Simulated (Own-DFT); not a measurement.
# Strain and stress in hcp Hf, 36 atoms (Hf36)

Calculated results; nothing here was measured. They come from Own-DFT, an in-house plane-wave density functional program, since retired, whose code no person has reviewed. Each row is one single-point run on a periodic cell that was not relaxed, without spin or spin-orbit coupling.

Settings of every run: PBE; PseudoDojo norm-conserving scalar-relativistic files; cutoff 42 hartree; 4 x 4 x 4 k mesh centred on Gamma; cold (Marzari-Vanderbilt) smearing of 0.2 eV.

Known limits: hafnium file: forces about 75 meV/angstrom off all-electron values; forces on such cells passed a denser k mesh, each cell not checked; stress not checked against mesh or cutoff.

Unstrained cell vectors in Å: (9.589, 0.000, 0.000); (-4.795, 8.305, 0.000); (0.000, 0.000, 10.102). The unstrained cell has measured lattice constants (interpolated for alloys), not those of this functional. That, the random moves and any unrelaxed bonds set the pressure at no strain. Each run strains this cell uniformly, with the atoms carried along. Every atom was also moved at random, by a Gaussian of width 0.05 Å on each axis. Strain is the symmetric tensor, in per cent. Stress is positive in tension, and the pressure is minus a third of its trace.

| run | e_xx (%) | e_yy (%) | e_zz (%) | e_yz (%) | e_xz (%) | e_xy (%) | s_xx (GPa) | s_yy (GPa) | s_zz (GPa) | s_yz (GPa) | s_xz (GPa) | s_xy (GPa) | P (GPa) | E (meV/atom) |
|---|---|---|---|---|---|---|---|---|---|---|---|---|---|---|
| 1 | 0.98 | 1.42 | 0.98 | 0.41 | -1.86 | 1.60 | 1.94 | 2.57 | 1.88 | 0.41 | -1.89 | 1.97 | -2.13 | 4.9 |
| 2 | -1.82 | -0.63 | -0.22 | -1.65 | -1.90 | -0.37 | -5.65 | -3.93 | -4.19 | -1.62 | -1.92 | -0.54 | 4.59 | 16.1 |
| 3 | -0.76 | 0.84 | -0.15 | 0.27 | -1.92 | 0.04 | -2.60 | 0.10 | -1.99 | 0.19 | -1.91 | -0.31 | 1.49 | 3.5 |
| 4 | 1.59 | -1.25 | 1.23 | 0.18 | 0.79 | 1.82 | 1.62 | -2.05 | 0.70 | 0.12 | 0.70 | 2.42 | -0.09 | 12.3 |
| 5 | 1.64 | -1.70 | 0.17 | -1.40 | 1.95 | -0.13 | 0.98 | -3.40 | -1.23 | -1.50 | 1.79 | -0.07 | 1.22 | 0.8 |
| 6 | 1.87 | -1.54 | 0.80 | 0.90 | -0.38 | -1.84 | 1.71 | -2.55 | 0.26 | 0.85 | -0.25 | -2.45 | 0.19 | 2.4 |
| 7 | 1.41 | -1.73 | 0.61 | -1.84 | 1.91 | 1.22 | 0.55 | -3.28 | -0.83 | -1.82 | 1.85 | 1.82 | 1.19 | 14.7 |
| 8 | -1.33 | 1.78 | -0.52 | 0.84 | 0.84 | -1.89 | -3.35 | 0.63 | -2.65 | 0.91 | 1.00 | -2.47 | 1.79 | 15.5 |
| 9 | 1.54 | 0.52 | -1.33 | -0.36 | 0.14 | -1.34 | 0.65 | -0.01 | -2.84 | -0.32 | 0.10 | -1.50 | 0.74 | 0.0 |
| 10 | -1.22 | 0.91 | 0.55 | -1.79 | 1.18 | -0.02 | -2.72 | -0.25 | -0.84 | -1.79 | 1.13 | 0.16 | 1.27 | 10.8 |
| 11 | 0.61 | -0.45 | -1.77 | -1.00 | -1.67 | 0.03 | -1.70 | -3.00 | -5.63 | -1.05 | -1.68 | -0.28 | 3.44 | 10.5 |
| 12 | 0.47 | 0.46 | 1.30 | 1.10 | 1.71 | 2.00 | 0.56 | 0.96 | 1.62 | 0.90 | 1.55 | 2.77 | -1.04 | 1.6 |
| 13 | -1.76 | -1.44 | 1.47 | 1.45 | -0.02 | -1.00 | -5.03 | -3.99 | -0.97 | 1.28 | 0.03 | -1.74 | 3.33 | 11.8 |
| 14 | -0.10 | -0.83 | 0.58 | -0.31 | 1.97 | -1.60 | -1.79 | -2.62 | -1.18 | -0.17 | 1.90 | -2.10 | 1.86 | 6.2 |
| 15 | 0.06 | -1.90 | -1.91 | 1.98 | 0.46 | 1.58 | -4.09 | -6.81 | -7.29 | 2.19 | 0.42 | 1.72 | 6.06 | 26.1 |
| 16 | 1.28 | 0.09 | -1.40 | -1.06 | -1.81 | 0.55 | ? | ? | ? | ? | ? | ? | ? | ? |

E is the free energy for each atom above the lowest run shown.

## Worked fit

Each stress component was fitted by least squares to a constant and the strains of the runs shown, as fractions, with shears doubled. Shear strains stay in the fit of a normal stress only where such slopes are resolved. The slopes, in GPa:

| stress | at no strain | per e_xx | per e_yy | per e_zz | scatter |
|---|---|---|---|---|---|
| s_xx | -1.5 | 196 ± 3 | 64 ± 3 | 71 ± 4 | 0.15 |
| s_yy | -1.4 | 66 ± 6 | 195 ± 6 | 74 ± 6 | 0.26 |
| s_zz | -1.8 | 74 ± 4 | 73 ± 4 | 211 ± 5 | 0.19 |

Each shear stress against twice its own strain: yz 50 ± 1, xz 49 ± 1, xy 65 ± 1 GPa. These are stiffnesses along x, y and z of the frame in which the cell vectors are given, which need not be the crystal's axes. The atoms are held to the strained lattice; where symmetry lets them move under strain, relaxing them would lower some slopes. The table should be nearly symmetric about its diagonal, and what it lacks of that shows the noise. A ninth of its sum, 114 ± 2 GPa, estimates the bulk modulus near the mean pressure of these runs, 1.6 GPa, so it lies above the value at zero pressure.

## Withheld run

Question: what normal stresses and pressure should run 16 give?

The fit gives s_xx = 0.0, s_yy = -1.4, s_zz = -3.8 and P = 1.7 GPa. The calculation gave 0.33, -1.31, -3.75 and P = 1.58 GPa.
